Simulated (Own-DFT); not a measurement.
# Strain and stress in diamond-structure SiGeSn with randomly placed atoms, 64 atoms (Ge44Si16Sn4)

Calculated results; nothing here was measured. They come from Own-DFT, an in-house plane-wave density functional program, since retired, whose code no person has reviewed. Each row is one single-point run on a periodic cell that was not relaxed, without spin or spin-orbit coupling.

Settings of every run: PBE; PseudoDojo norm-conserving scalar-relativistic files; cutoff 49 hartree; 3 x 3 x 3 k mesh centred on Gamma; Fermi-Dirac smearing of 0.1 eV.

Known limits: forces on such cells moved up to 12 meV/angstrom on a denser k mesh; stress not checked against mesh or cutoff.

Unstrained cell vectors in Å: (11.306, 0.000, 0.000); (0.000, 11.306, 0.000); (0.000, 0.000, 11.306). The unstrained cell has measured lattice constants (interpolated for alloys), not those of this functional. That, the random moves and any unrelaxed bonds set the pressure at no strain. Each run strains this cell uniformly, with the atoms carried along. Every atom was also moved at random, by a Gaussian of width 0.05 Å on each axis. The random placing of the alloy's atoms differs from row to row. Strain is the symmetric tensor, in per cent. Stress is positive in tension, and the pressure is minus a third of its trace.

| run | e_xx (%) | e_yy (%) | e_zz (%) | s_xx (GPa) | s_yy (GPa) | s_zz (GPa) | P (GPa) | E (meV/atom) |
|---|---|---|---|---|---|---|---|---|
| 1 | -0.25 | -0.25 | 0.00 | -5.14 | -5.21 | -4.72 | 5.02 | 44.5 |
| 2 | 0.75 | 0.75 | 0.00 | -3.17 | -3.01 | -3.69 | 3.29 | 25.2 |
| 3 | 0.50 | 0.50 | 0.00 | -3.42 | -3.32 | -3.55 | 3.43 | 8.5 |
| 4 | -3.00 | -3.00 | 0.00 | -10.77 | -10.96 | -8.72 | 10.15 | 96.0 |
| 5 | 2.75 | 2.75 | 0.00 | 0.13 | 0.14 | -1.50 | 0.41 | 7.2 |
| 6 | 1.50 | 1.50 | 0.00 | -1.80 | -1.73 | -2.78 | 2.10 | 16.4 |
| 7 | -2.00 | -2.00 | 0.00 | -8.40 | -8.24 | -6.87 | 7.84 | 52.4 |
| 8 | 2.25 | 2.25 | 0.00 | -0.51 | -0.56 | -1.84 | 0.97 | 0.0 |
| 9 | 1.75 | 1.75 | 0.00 | ? | ? | ? | ? | ? |

E is the free energy for each atom above the lowest run shown.

## Worked fit

The change of volume is close to e_xx + e_yy + e_zz. A straight line through the runs shown gives P = 4.71 - 84 x (fractional change of volume) GPa, with an error of 3 on the slope and a scatter of 0.33 GPa. The strain isn't the same on all axes, but the crystal is cubic, so the slope still estimates the bulk modulus, averaged over pressures from 0.4 to 10.2 GPa.

## Withheld run

Question: what pressure should run 9 give? Its volume changes by 3.53 %.

The line gives 1.7 GPa. The calculation gave 1.74 GPa.
